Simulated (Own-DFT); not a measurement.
# PBE against PBEsol on the same cells

These are calculations, not measurements. The program, named Own-DFT, is a retired in-house plane-wave density functional code that no person has reviewed. Each row is one single-point run on a periodic cell that was not relaxed, without spin or spin-orbit coupling.

Known limits, some of them of some rows only: forces on such cells failed a check on a denser k mesh; forces on such cells moved up to 12 meV/angstrom on a denser k mesh; forces on such cells passed a denser k mesh, each cell not checked; stress not checked against mesh or cutoff.

Each cell was run twice at the same cutoff, k mesh and smearing, with PBE and with PBEsol, on PseudoDojo norm-conserving files made for PBE. Atoms were moved at random from their sites; u is the rms move along one axis. Files made for PBEsol would give a somewhat different change.

| cell | atoms | volume (Å³/atom) | u (Å) | cutoff (hartree) | P with PBE (GPa) | P with PBEsol (GPa) | change (GPa) |
|---|---|---|---|---|---|---|---|
| C40 NbSi2 with two Si on a Nb site each (Nb10Si26) | 36 | 14.64 | 0.028 | 42 | 1.60 | -1.75 | -3.36 |
| C40 NbSi2 with two Si on a Nb site each (Nb10Si26) | 36 | 14.64 | 0.048 | 42 | 1.90 | -1.44 | -3.34 |
| C40 NbSi2 with two Si on a Nb site each (Nb10Si26) | 36 | 14.64 | 0.033 | 42 | 1.65 | -1.71 | -3.36 |
| C49 TiSi2 (Si40Ti20) | 60 | 13.68 | 0.045 | 42 | 9.31 | 5.84 | -3.47 |
| C49 TiSi2 (Si40Ti20) | 60 | 13.97 | 0.048 | 42 | 5.35 | 1.96 | -3.39 |
| C49 TiSi2 (Si40Ti20) | 60 | 13.87 | 0.051 | 42 | 6.92 | 3.51 | -3.41 |
| diamond-structure SiGe with randomly placed atoms (Ge48Si16) | 64 | 21.97 | 0.060 | 42 | 4.05 | 1.32 | -2.73 |
| diamond-structure SiGe with randomly placed atoms (Ge48Si16) | 64 | 21.97 | 0.059 | 42 | 3.81 | 1.10 | -2.71 |
| diamond-structure SiGe with randomly placed atoms (Ge48Si16) | 64 | 21.97 | 0.027 | 42 | 3.31 | 0.60 | -2.71 |
| diamond-structure SiGeSn with randomly placed atoms (Ge52Si8Sn4) | 64 | 22.36 | 0.048 | 49 | 6.82 | 3.84 | -2.98 |
| diamond-structure SiGeSn with randomly placed atoms (Ge52Si8Sn4) | 64 | 22.93 | 0.028 | 49 | 4.16 | 1.33 | -2.83 |
| diamond-structure SiGeSn with randomly placed atoms (Ge52Si8Sn4) | 64 | 22.93 | 0.032 | 49 | 4.20 | ? | ? |

## Worked reading

Mean change of pressure by composition, in GPa: Si2Ti, -3.42; Nb5Si13, -3.35; Ge13Si2Sn, -2.91; Ge3Si, -2.72. At a fixed cell PBEsol gives the lower pressure, because it favours a smaller volume than PBE. Here the change varies more between materials than between cells of one material.

## Withheld value

Question: what PBEsol pressure should the Ge52Si8Sn4 cell with the blank give?

Adding the mean change of the cells with its composition, -2.91 GPa, to 4.20 gives 1.3 GPa. The calculation gave 1.37 GPa.
